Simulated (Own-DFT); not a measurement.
# Computed records: GaP (zincblende, atoms displaced)

Computed with Own-DFT development build. A calculation, not a measurement: plane-wave PBE density functional theory by an unreviewed code, no spin, of a simulated periodic cell, stress positive in tension, free energy of the whole cell less one offset for each atom, forces on such cells passed a denser k mesh, this cell's mesh not checked; offsets are fitted by least squares, one for each functional and potential file, so energies compare only between cells with the same atoms and settings and are not formation energies; the far tail of each file's local potential was reset to the Coulomb form; each entry is a single point on an unrelaxed cell, so the pressure reflects the starting lattice, mostly measured values (interpolated for alloys), from which strain is counted, and rises with the displacements; printed positions are rounded, which can move forces by about a meV/angstrom; the program, named Own-DFT, is a retired in-house code; no spin-orbit coupling.

Settings shared by all entries: functional PBE; potential files PseudoDojo norm-conserving, scalar-relativistic, standard set; wave cutoff 42 hartree; occupations Fermi-Dirac; smearing width 0.1 eV; hardware one NVIDIA H200; k mesh 2 x 3 x 3 centred on Gamma.

(1) 
```xyz
96
Lattice="16.3515 0.0000 0.0000 0.0000 10.9010 0.0000 0.0000 0.0000 10.9010" Properties=species:S:1:pos:R:3:force_x:R:1:force_y:R:1:force_z:R:1 formula=GaP free_energy_of_cell_above_offsets=-19.059 pressure=7.78 stress_xx=-8.13 stress_yy=-7.19 stress_zz=-8 stress_yz=-0.94 stress_xz=1.75 stress_xy=1.12 wall_time=967.9
Ga    16.3511    10.7352     0.1537     -0.243      1.316      0.085
Ga    16.2160     2.7817     2.9292      1.148      0.848     -2.391
Ga     2.6944     0.0644     2.7008     -0.523     -3.603     -1.636
Ga     2.7267     2.7310    10.7676     -1.148     -0.296      1.513
P      1.4649     1.2299     1.3865     -2.191      2.668     -1.298
P      1.2669     4.0400     4.2982     -0.621      2.432     -1.623
P      3.8809     1.2992     3.8494      3.962      2.787      3.363
P      3.7177     4.3997     1.2340      3.244     -4.369     -2.138
Ga    16.3288    10.8217     5.1848     -0.852      2.393      2.849
Ga    16.1959     2.9574     8.1776      3.466      -3.67      4.535
Ga     2.6048     0.1378     7.9937     -0.718     -1.438     -0.346
Ga     2.8621     2.9856     5.2994     -0.055     -2.671      1.153
P      1.1526     1.4774     6.8983      0.645     -0.028      -1.95
P      1.3537     4.2641     9.7531       2.11     -2.475     -3.841
P      3.8215     1.3657     9.3843      2.849      0.194      0.948
P      4.1728     4.0987     6.7998      0.651      0.947     -0.865
Ga     0.0077     5.4701    10.7284       0.48     -0.076      4.945
Ga    16.2849     8.1890     2.8325      0.857      0.782     -2.586
Ga     2.7800     5.4138     2.7080     -4.517      1.771      2.734
Ga     2.6018     8.0595    10.6925     -0.746      2.237      1.108
P      1.3472     6.9583     1.2472     -1.165     -1.249      1.361
P      1.1831     9.6516     3.9131      3.267      -1.72      0.331
P      3.9502     6.8420     3.8818      2.076      0.302      1.723
P      3.9973     9.4213     1.2983      0.431      1.014      0.169
Ga    16.3228     5.7062     5.7198      -3.39     -3.194     -4.945
Ga    16.1254     8.0649     8.3014      1.451      0.172      0.348
Ga     2.8901     5.5122     8.1685     -0.634     -0.184      0.526
Ga     2.6195     8.0611     5.3960        0.1      0.989      0.105
P      1.2976     6.6768     6.8336      3.597      3.886      3.595
P      1.2232     9.5875     9.5470      0.746     -0.939     -1.169
P      4.1163     6.9919     9.6047      0.555     -1.297     -2.257
P      4.2159     9.5371     6.8459      -2.45      0.623     -1.278
Ga     5.4375    10.8237    10.7684     -1.792      1.912      1.956
Ga     5.3729     2.9424     2.5747     -1.721     -1.061     -0.565
Ga     8.2588     0.1027     2.6382     -0.583     -0.596      1.167
Ga     8.4181     2.7478     0.2530     -3.049      1.707     -0.214
P      6.8988     1.5780     1.4846      -1.28     -1.231     -1.089
P      6.7773     4.0188     4.0062      3.519     -2.698     -3.423
P      9.4292     1.3510     4.2417     -0.054      1.011     -0.519
P      9.3849     4.2635     1.5235      5.837     -2.826     -3.707
Ga     5.5419    10.7138     5.3325       0.25      0.924     -0.584
Ga     5.3455     2.8719     8.3028      0.709     -1.819     -0.455
Ga     8.3848     0.1687     8.1182     -0.046     -1.565      1.129
Ga     8.0359     3.0427     5.5807      1.326     -2.162      0.407
P      7.0302     1.2278     6.7334     -2.238      1.822     -0.295
P      6.9586     3.9875     9.4395      -0.19      1.082      1.387
P      9.4420     1.4317     9.8783      0.605      0.336     -5.216
P      9.7066     4.3032     6.7217     -1.602      -0.13      0.224
Ga     5.2099     5.6138     0.1213      2.815      0.146     -0.446
Ga     5.5337     8.2871     2.7474     -2.415     -0.582     -0.905
Ga     8.3288     5.3134     2.7879     -4.108      5.125      3.837
Ga     8.3651     8.2029     0.0988     -2.137      2.014      1.606
P      6.8049     6.9574     1.4848      1.005     -2.037     -0.888
P      6.9659     9.3110     3.9882      0.536      2.582      0.862
P      9.6015     7.1653     4.1589     -4.523     -6.248      4.658
P      9.7554     9.7325     1.4096     -3.094     -3.946      2.571
Ga     5.7318     5.2153     5.1418     -5.054       5.88      5.094
Ga     5.3882     8.4655     8.3602      0.125     -2.009     -0.871
Ga     8.2174     5.5238     8.0416     -0.438      0.324      1.339
Ga     8.1871     8.1688     5.5901     -0.883      0.537     -0.487
P      6.8024     7.0157     6.8750     -0.885     -1.792       0.08
P      6.7298     9.4954     9.6796      3.968       0.57     -0.547
P      9.5264     6.8096     9.8827      0.294     -1.458      -3.63
P      9.5784     9.4804     6.6748      1.687      1.363      1.944
Ga    10.6224     0.1150     0.0920      4.169     -0.335     -2.071
Ga    10.7553     2.5126     2.6174      0.251      0.731      1.171
Ga    13.6618    10.6806     2.7130     -6.218       6.42      5.663
Ga    13.6031     2.5455    10.8357     -0.731      0.932      1.529
P     12.1500     1.1178     1.4131      1.353      1.476     -0.397
P     12.3475     3.8573     4.0927     -2.628      3.363     -2.519
P     14.9496     1.4850     4.1560     -1.265     -2.396     -0.137
P     14.8074     4.2695     1.2677       1.46     -2.266      -0.51
Ga    11.0518     0.0677     5.2797     -0.548     -0.796      0.337
Ga    10.8812     2.8565     8.0216      -0.07      0.225      2.596
Ga    13.4074     0.0033     8.1631      1.247      -0.33      0.455
Ga    13.5282     2.7175     5.3905      2.496     -0.129      2.187
P     12.2008     1.5351     6.7637      0.302     -1.765      0.443
P     12.1750     4.1970     9.8013      0.349     -0.769     -2.246
P     15.0431     1.3475     9.6299     -0.128     -0.613     -1.255
P     15.2058     4.0850     6.8858     -5.367      3.404     -3.441
Ga    11.0220     5.6844     0.1872     -0.736     -1.533      0.427
Ga    10.6973     7.9516     2.8154      3.758      5.573      -4.72
Ga    13.6172     5.4932     2.6771     -2.263     -1.177      0.026
Ga    13.6979     7.8173     0.1538     -0.755       4.38      0.463
P     12.1580     7.0859     1.4968      0.977     -2.342      0.579
P     12.2562     9.4116     3.9058     -0.485        0.4      1.658
P     15.0222     6.7378     3.7132     -0.024     -0.132      4.777
P     14.8727     9.7755     1.6404      6.815     -6.935     -7.234
Ga    10.9655     5.6197     5.4150      0.379     -0.956     -2.067
Ga    10.8506     8.0284     8.2961     -0.512      0.164     -1.405
Ga    13.5666     5.5923     8.1876      0.091     -1.149     -0.151
Ga    13.4319     8.2464     5.5607      6.257      6.408     -4.531
P     12.4410     6.8958     6.4329     -4.198      -5.91      6.941
P     12.0376     9.4463     9.5550      1.719      0.791      0.726
P     14.9633     6.6592     9.8098     -1.472      1.584      -4.28
P     15.2594     9.5037     6.7984     -3.188      0.352     -0.507
```

Units: free_energy_of_cell_above_offsets in eV; pressure, stress_xx, stress_yy, stress_zz, stress_yz, stress_xz, stress_xy in GPa; wall_time in s; force_x, force_y, force_z in eV/Å.

(2) 
```xyz
96
Lattice="16.3515 0.0000 0.0000 0.0000 10.9010 0.0000 0.0000 0.0000 10.9010" Properties=species:S:1:pos:R:3:force_x:R:1:force_y:R:1:force_z:R:1 formula=GaP free_energy_of_cell_above_offsets=-16.545 pressure=8.27 stress_xx=-8.68 stress_yy=-8.77 stress_zz=-7.37 stress_yz=-0.06 stress_xz=0.75 stress_xy=0.48 wall_time=942.8
Ga    16.2286    10.8869     0.0666      0.705      0.614      0.894
Ga     0.1211     3.0114     2.6388     -0.886     -1.317      0.492
Ga     2.9486     0.2249     2.5118     -0.975      0.855      3.514
Ga     2.8497     2.5558     0.0666     -0.227      0.358     -2.814
P      1.5093     1.5440     1.4024     -2.505     -1.411      0.262
P      1.5311     4.2909     4.0493     -6.483     -3.516      3.702
P      4.2569     1.2688     4.4728     -7.023      7.418     -7.123
P      3.9988     4.0124     1.1424      1.723      1.992      3.293
Ga    16.1261    10.7163     5.6031      4.455      1.427     -2.379
Ga     0.0748     2.7773     8.3062      1.035      0.385     -2.796
Ga     2.9037     0.1655     8.0961     -2.812       -0.5       1.15
Ga     2.5454     2.9274     5.4273      1.628      -2.41      1.873
P      1.4078     1.1948     6.8308       -1.4       2.32     -0.991
P      1.3240     4.0249     9.6720      0.905     -0.009       0.43
P      4.1016     1.4106     9.3529      1.457      0.796      2.119
P      4.2045     4.2383     6.8541     -3.709      1.705     -0.865
Ga    16.2307     5.3769    10.8386      0.009      0.713      0.987
Ga    16.3490     8.0479     2.4225     -5.613      5.448      7.165
Ga     2.6964     5.3999     3.0086      4.128      3.645     -6.785
Ga     2.3819     8.1436    10.7393     -0.272      1.859       0.78
P      1.2097     7.0518     1.4102      5.944     -8.018      -4.88
P      1.2471     9.7331     3.9213      0.208      -1.24      0.491
P      3.9035     7.0512     3.8235      0.536      -2.16      2.284
P      3.8437     9.4994     1.4821      1.637     -1.391     -2.356
Ga    16.0557     5.4153     5.4781      5.001      3.826     -3.887
Ga    16.2049     8.2654     8.3190     -0.405     -0.023       -2.4
Ga     2.5482     5.3646     8.2645      0.585      1.645     -0.364
Ga     2.7208     8.0692     5.3754     -2.122      2.345      1.405
P      1.0136     6.8106     6.7109       2.25      0.696      1.015
P      1.0729     9.6392     9.5108      2.634      0.677     -0.049
P      4.0313     7.1216     9.7807      0.837     -3.186      -1.43
P      4.0126     9.7102     6.9412      2.362     -3.869     -2.334
Ga     5.3633    10.7855     0.0073     -0.375     -0.706     -0.642
Ga     5.6771     2.5920     2.7586      -1.82      0.599      0.404
Ga     8.2964    10.7921     2.6248     -3.665      3.311      3.383
Ga     8.1558     2.7203    10.8866       0.94     -2.911       0.96
P      6.7403     1.2241     1.2812      1.298      0.131      0.537
P      6.6364     4.1935     4.2212      1.996     -0.687      -2.15
P      9.5073     1.2817     4.2409     -2.059      2.841     -2.906
P      9.3657     4.0118     1.3309      2.564      -0.19      0.413
Ga     5.4124     0.0818     5.3257      5.718     -7.552      4.472
Ga     5.3443     2.7799     7.8252     -0.575      1.251      5.032
Ga     8.1064     0.1393     8.0297      0.504     -1.477      1.172
Ga     7.9585     2.6439     5.4113      0.719      0.992      0.651
P      6.5123     1.4492     6.8541      4.309     -3.101     -2.041
P      6.7935     3.9334     9.8425     -1.723      2.786      -3.62
P      9.7292     1.2259     9.8662     -5.149      4.267     -4.836
P      9.5991     4.1695     6.7678     -2.032     -0.509       0.37
Ga     5.5532     5.5590     0.2077     -1.519     -0.835     -1.076
Ga     5.3914     8.0729     2.7027     -0.859      4.246      1.052
Ga     8.2572     5.4460     2.5298     -1.608      1.448      2.408
Ga     8.0974     8.2468    10.8978      1.831     -0.917      1.846
P      6.6522     6.9807     1.5290      4.131     -2.474     -2.458
P      6.8734     9.3895     4.0322     -1.543      1.579     -0.325
P      9.5964     6.8948     3.9890     -2.446     -1.973      1.285
P      9.4396     9.6846     1.4395      4.197     -4.745     -3.899
Ga     5.1979     5.4946     5.2848      0.531       1.91      0.515
Ga     5.4838     8.1805     8.3468     -2.087     -1.205     -3.079
Ga     8.2294     5.6078     8.3656      -1.55     -5.274     -1.126
Ga     8.0860     8.2367     5.4743     -2.345     -3.345     -2.462
P      7.1150     6.8047     7.0100     -3.975       1.05     -2.244
P      6.8003     9.2449     9.5516       0.56      5.145      0.215
P      9.5169     6.7893     9.4137      1.611      2.441      4.183
P      9.4562     9.2338     6.5380      2.854      2.986      5.366
Ga    10.9214    10.8767    10.8508      1.543     -4.501      2.251
Ga    10.8900     2.9895     3.0747     -2.607     -2.978     -2.566
Ga    13.7856    10.7536     2.5396     -1.764      1.755      2.667
Ga    13.3830     2.7344    10.8672      0.045     -0.848     -1.614
P     12.2674     1.1101     1.1734      1.261      2.083      2.509
P     12.3020     4.1349     4.0501      2.411      2.117      2.164
P     15.1602     1.2831     4.2544     -1.362      1.979     -2.364
P     14.7077     4.0134     1.2691      3.044     -0.383     -0.112
Ga    10.4929    10.8407     5.4898      3.413     -0.569       1.36
Ga    10.5940     2.6862     8.2088      2.211      0.061     -0.173
Ga    13.6989     0.0922     8.1258     -2.891      3.138      2.141
Ga    13.6369     2.7365     5.6264      2.155      1.485     -3.355
P     12.3310     1.5040     6.6106     -3.819     -3.022      3.474
P     12.2238     4.2405     9.3956     -0.664     -1.079      0.496
P     15.2737     1.3418     9.3988     -3.536     -0.416       1.83
P     15.1405     4.1595     6.6058     -3.686     -5.741      5.848
Ga    10.7432     5.5298     0.0105      1.097     -0.758     -0.006
Ga    11.1087     7.8905     2.8698      1.077       1.84     -1.974
Ga    13.7949     5.4183     2.6538      -1.52      0.249      1.096
Ga    13.4864     8.2905    10.7853     -0.501     -0.826     -1.418
P     12.4412     6.6658     1.2792      -1.55       1.16     -0.079
P     11.9532     9.5889     4.1646      2.665     -0.202     -1.001
P     14.9136     6.6923     4.1501     -0.023       2.28     -1.873
P     14.8930     9.3762     1.2906      0.769        0.1      -0.82
Ga    10.8860     5.5944     5.4949      0.521     -0.289     -0.671
Ga    10.9721     8.0022     8.2733     -0.782      0.201     -1.977
Ga    13.6964     5.4323     7.9947     -0.119      0.119      0.267
Ga    13.6220     8.2214     5.4235     -0.691      1.205     -0.398
P     12.3338     6.9233     6.8068     -0.041     -1.057     -0.161
P     11.9767     9.6843     9.1916      2.242      0.436      1.831
P     15.0025     6.7590     9.4187     -1.432       0.11      0.987
P     14.7382     9.8431     6.8161      0.493     -6.402      -0.17
```

Units: free_energy_of_cell_above_offsets in eV; pressure, stress_xx, stress_yy, stress_zz, stress_yz, stress_xz, stress_xy in GPa; wall_time in s; force_x, force_y, force_z in eV/Å.

(3) 
```xyz
96
Lattice="16.3515 0.0000 0.0000 0.0000 10.9010 0.0000 0.0000 0.0000 10.9010" Properties=species:S:1:pos:R:3:force_x:R:1:force_y:R:1:force_z:R:1 formula=GaP free_energy_of_cell_above_offsets=-17.425 pressure=7.76 stress_xx=-8.17 stress_yy=-6.96 stress_zz=-8.15 stress_yz=-0.42 stress_xz=-0.9 stress_xy=-1.5 wall_time=1003
Ga    16.0937    10.8113    10.9003      0.554      0.884     -0.187
Ga     0.0944     2.6706     2.8270      1.767      2.687     -2.199
Ga     2.7651     0.2847     2.6261     -0.669      -2.45     -0.157
Ga     2.6013     2.9328     0.0724      2.368     -2.829      1.059
P      1.3559     1.4392     1.2520     -1.351     -0.685      0.423
P      1.2578     4.3064     4.1772       3.06     -3.002     -2.636
P      4.1359     1.3715     3.9405      1.448      1.082      1.409
P      3.8637     4.2156     1.3905      4.937     -2.727      -2.97
Ga    16.2624    10.7957     5.3463      0.882      0.551      0.299
Ga    16.2746     2.6811     8.4037      3.505       1.47     -3.048
Ga     2.7763    10.8168     8.2352     -1.117      1.375       0.65
Ga     2.9035     2.8522     5.3235     -1.325     -1.069      0.196
P      1.5258     1.4354     6.8748     -0.892      -0.48     -0.708
P      1.3953     3.8899     9.5928     -2.222      2.878     -2.047
P      4.0972     1.3609     9.6497     -0.935      0.509      0.218
P      4.1501     3.9006     6.9818      -0.55      1.252     -2.646
Ga    16.2816     5.3288    10.8309     -0.121      0.495      0.687
Ga    16.2317     8.4280     2.4942      7.342     -6.436      5.984
Ga     2.9977     5.3282     2.7882     -3.757      2.563      3.811
Ga     2.6941     7.8971     0.3374      3.133      5.907     -4.615
P      1.6755     6.6195     1.3634     -6.629     -3.929      3.594
P      1.4189     9.2966     3.9482     -0.668      2.804     -0.127
P      3.9984     6.8631     4.1190      0.085     -2.761      2.514
P      4.1055     9.4016     1.4803     -0.353      0.937     -0.562
Ga     0.2547     5.6500     5.3795     -3.658      1.132      1.958
Ga     0.1867     8.1665     8.2083      -2.07      0.136      0.105
Ga     2.7412     5.1007     8.1216     -1.238      2.593      1.101
Ga     2.7943     8.2325     5.4011      0.017      1.047      1.243
P      1.4408     6.9354     6.7627      1.136     -1.173      1.338
P      1.2270     9.5745     9.6159      1.823     -0.629       0.73
P      4.0098     6.8172     9.6311     -0.428     -0.819     -0.686
P      4.1821     9.7165     6.8765     -0.722     -2.164     -1.123
Ga     5.3657    10.7739    10.8708      1.482      0.017      0.286
Ga     5.5910     2.9575     2.7308     -1.496     -2.244     -1.986
Ga     8.3173     0.0825     2.9392     -2.329     -1.843     -3.571
Ga     8.0661     2.8125     0.0342      2.042     -0.683      0.049
P      6.9331     1.5029     1.2615     -1.992     -2.442      2.362
P      6.7869     4.0585     4.1112      1.391      2.115      1.979
P      9.4541     1.2799     4.1976      2.291      2.764      2.243
P      9.6501     4.0392     1.0713      0.265      1.586       1.41
Ga     5.6266    10.8400     5.4919     -1.351     -1.234     -3.432
Ga     5.3883     2.7745     8.2762       2.69     -2.169      1.919
Ga     8.5052     0.0306     8.5572     -4.298     -3.716     -4.292
Ga     8.2372     2.8605     5.7161     -0.798      -1.32     -0.661
P      6.6073     1.1127     6.9041       3.29      3.568      2.666
P      6.9946     4.1024     9.6684     -2.866      2.287     -2.676
P      9.4213     1.3904     9.6189      3.371      4.278      3.401
P      9.9445     4.0565     6.9290     -3.571       1.12      -1.29
Ga     5.4352     5.7252     0.1582     -0.063     -2.059     -0.879
Ga     5.2859     8.0630     2.9824      1.798      0.606     -2.774
Ga     8.1885     5.5915     2.6518      3.209     -4.882      2.967
Ga     8.1069     8.0968    10.8775     -0.574     -0.145     -0.342
P      6.9132     6.6285     1.5461     -3.704      4.782     -2.842
P      6.7509     9.4357     3.8177      1.667      1.269      3.032
P      9.5983     6.6366     4.0266      0.201      2.596      0.371
P      9.4298     9.5790     1.1038      -0.08      0.326      1.682
Ga     5.3369     5.5070     5.8294     -2.175     -1.917     -3.481
Ga     5.2075     8.1026     8.2110      1.636      0.175     -0.919
Ga     8.3890     5.4834     8.2020      -0.93     -1.451     -0.434
Ga     8.2008     8.2443     5.7672     -0.327     -0.142      -2.52
P      6.9287     6.5182     6.6149      2.497      2.901      3.289
P      6.8997     9.4532     9.2581     -0.883     -0.573      1.952
P      9.6260     6.7173     9.5963     -0.445      0.584      0.572
P      9.5167     9.8208     6.8616     -1.976     -3.928      2.826
Ga    10.9416     0.1578     0.0625     -5.177     -4.598     -7.106
Ga    10.7871     2.7797     2.6241      0.084     -0.583       0.92
Ga    13.6708     0.0140     2.6829     -1.203      0.218      0.894
Ga    13.7079     2.7052    10.7935     -0.055     -1.355      0.718
P     11.8578     1.0218     1.4342      6.881      5.967      6.863
P     12.3054     3.9905     3.9966     -0.791       0.04       1.04
P     15.0667     1.5923     3.9268      -3.01     -3.979      2.794
P     14.7928     4.0313     1.4630      2.045     -0.144     -0.788
Ga    10.8547    10.7878     5.6714      2.561      3.018     -2.899
Ga    10.7730     2.7594     8.3615       1.79     -1.657       1.29
Ga    13.6569    10.4547     8.2249     -2.494      2.876      2.249
Ga    13.4536     2.3588     5.5690      1.319      2.067      -1.52
P     12.1941     1.3574     7.0440       -0.6     -2.525      0.365
P     12.5956     3.8810     9.2683     -1.943      1.977      0.987
P     15.0552     1.3490     9.2979     -3.619      -4.07       3.76
P     15.0798     3.7048     6.8171     -0.497      2.883     -1.085
Ga    11.1945     5.5409    10.8535      -0.55     -2.369     -1.335
Ga    10.9914     8.3934     2.4381      -2.68     -1.022     -0.295
Ga    13.4712     5.4819     2.6008      0.083      0.728      1.377
Ga    13.6305     8.0839     0.1526      1.539       2.47     -2.375
P     12.2564     7.0191     1.2068     -1.464     -3.065       3.34
P     11.8801     9.4606     4.0658      3.521       0.95      1.644
P     14.8646     7.0131     4.3471      7.907     -5.838     -7.239
P     14.9264     9.3309     1.5063     -5.874      5.822     -5.326
Ga    10.8324     5.5544     5.5594      0.317     -1.756     -2.566
Ga    10.8235     8.0501     8.2341      0.968      1.236     -0.777
Ga    13.6580     5.5334     7.9610       1.56     -1.772      0.645
Ga    13.5218     7.9074     5.2695     -6.911      6.676      4.561
P     12.2880     6.6830     6.6628      -0.68       2.05      1.925
P     12.1341     9.4575     9.8355      0.926     -0.144     -2.044
P     14.7906     6.9040     9.5971      2.393     -1.318     -1.678
P     14.8473     9.4629     6.8499      2.333     -2.154     -2.853
```

Units: free_energy_of_cell_above_offsets in eV; pressure, stress_xx, stress_yy, stress_zz, stress_yz, stress_xz, stress_xy in GPa; wall_time in s; force_x, force_y, force_z in eV/Å.
